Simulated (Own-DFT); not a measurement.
# What a defect does to the pressure of its cell: zincblende GaAs

Source: density functional calculations with Own-DFT, an unreviewed in-house program that is no longer used. Nothing was measured or relaxed, and spin and spin-orbit coupling are left out.

Settings: PBE; PseudoDojo norm-conserving scalar-relativistic files; cutoff 42 hartree; 3 x 3 x 3 k mesh centred on Gamma; Fermi-Dirac smearing of 0.1 eV.

Known weak points (not all hold for every row): not probed for a lower state with spin; forces on such cells failed a check on a denser k mesh; forces not confirmed at this smearing and k mesh; stress not checked against mesh or cutoff.

All runs share one cell, with vectors in Å (11.307, 0.000, 0.000); (0.000, 11.307, 0.000); (0.000, 0.000, 11.307) and a volume of 1445.4 Å³. u is the rms random offset of the atoms per axis. The defect's site can differ from row to row.

```
cell,formula,u (Å),P (GPa)
no defect,As32Ga32,0.0208,3.52
no defect,As32Ga32,0.0216,3.52
no defect,As32Ga32,0.0488,3.92
two Ga vacancies,As32Ga30,0.0279,2.94
two Ga vacancies,As32Ga30,0.0280,2.91
two Ga vacancies,As32Ga30,0.0295,?
two Ga vacancies,As32Ga30,0.0323,2.94
one P on an As site,As31Ga32P,0.0288,3.34
one P on an As site,As31Ga32P,0.0305,3.36
one P on an As site,As31Ga32P,0.0315,3.36
one As on a Ga site,As33Ga31,0.0287,4.27
one As on a Ga site,As33Ga31,0.0496,4.56
one As on a Ga site,As33Ga31,0.0497,4.54
two As on a Ga site each,As34Ga30,0.0300,4.75
two As on a Ga site each,As34Ga30,0.0306,4.81
two As on a Ga site each,As34Ga30,0.0331,4.82
```

## Analysis

P = P0 + c u² + a shift for each defect gives P0 = 3.44 GPa, c = 191 ± 11 GPa/Å² and a scatter of 0.02 GPa. The shifts, and each times the cell's volume:

- two As on a Ga site each: 1.16 ± 0.02 GPa, 10.5 eV (5.2 eV for each of its 2 sites)
- one As on a Ga site: 0.64 ± 0.02 GPa, 5.8 eV
- one P on an As site: -0.26 ± 0.02 GPa, -2.4 eV
- two Ga vacancies: -0.68 ± 0.02 GPa, -6.1 eV (-3.1 eV for each of its 2 sites)

A positive shift means that the defect pushes the cell outwards. Shift times volume (160.2 GPa Å³ is 1 eV) depends little on the cell's size, so, taken for each site, it can be compared between cells at like pressure. The atoms around the defects weren't relaxed, which would change these numbers.

## Withheld run

Asked: what pressure belongs in the blank (two Ga vacancies, u = 0.0295 Å)?

The fit gives 2.93 ± 0.03 GPa. The hidden result is 2.90 GPa.
